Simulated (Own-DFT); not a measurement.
# Response to strain: wurtzite AlGaN with randomly placed atoms, 72 atoms (Al27Ga9N36)

These are calculations, not measurements. They come from Own-DFT, an in-house plane-wave density functional program, since retired, whose code no person has reviewed. Each row is one single-point run on a periodic cell that was not relaxed, without spin or spin-orbit coupling.

Settings of every run: PBE; PseudoDojo norm-conserving scalar-relativistic files (stringent for Ga); cutoff 96 hartree; 4 x 4 x 3 k mesh centred on Gamma; Gaussian smearing of 0.01 eV.

Known limits: forces on such cells passed a denser k mesh, each cell not checked; stress not checked against mesh or cutoff.

Unstrained cell vectors in Å: (9.394, 0.000, 0.000); (-4.697, 8.135, 0.000); (0.000, 0.000, 10.066). The unstrained cell has measured lattice constants (interpolated for alloys), not those of this functional. That, the random moves and any unrelaxed bonds set the pressure at no strain. Each run strains this cell uniformly, with the atoms carried along. Every atom was also moved at random, by a Gaussian of width 0.05 Å on each axis. The random placing of the alloy's atoms differs from row to row. Strain is the symmetric tensor, in per cent. Stress is positive in tension, and the pressure is minus a third of its trace.

| run | e_xx (%) | e_yy (%) | e_zz (%) | s_xx (GPa) | s_yy (GPa) | s_zz (GPa) | P (GPa) | E (meV/atom) |
|---|---|---|---|---|---|---|---|---|
| 1 | -1.00 | -1.00 | 0.00 | -15.51 | -11.85 | -6.46 | 11.27 | 29.9 |
| 2 | -1.50 | -1.50 | 0.00 | -12.99 | -15.11 | -11.11 | 13.07 | 26.4 |
| 3 | -0.75 | -0.75 | 0.00 | -9.09 | -12.23 | -8.35 | 9.89 | 19.3 |
| 4 | -1.75 | -1.75 | 0.00 | -18.15 | -17.57 | -7.68 | 14.47 | 32.8 |
| 5 | -3.00 | -3.00 | 0.00 | -31.62 | -24.84 | -9.23 | 21.89 | 85.2 |
| 6 | 0.75 | 0.75 | 0.00 | -3.08 | -1.03 | -5.97 | 3.36 | 6.9 |
| 7 | 2.25 | 2.25 | 0.00 | 5.01 | 3.81 | -2.62 | -2.07 | 18.3 |
| 8 | 2.00 | 2.00 | 0.00 | 3.83 | 3.57 | -2.64 | -1.59 | 0.0 |
| 9 | 0.50 | 0.50 | 0.00 | ? | ? | ? | ? | ? |

E is the free energy for each atom above the lowest run shown.

## Worked fit

The change of volume is close to e_xx + e_yy + e_zz. A straight line through the runs shown gives P = 7.19 - 222 x (fractional change of volume) GPa, with an error of 9 on the slope and a scatter of 0.89 GPa. The strain isn't the same on all axes and the cell isn't cubic, so the slope belongs to this path and is not the bulk modulus.

## Withheld run

Question: what pressure should run 9 give? Its volume changes by 1.00 %.

The line gives 5.0 GPa. The calculation gave 4.18 GPa.
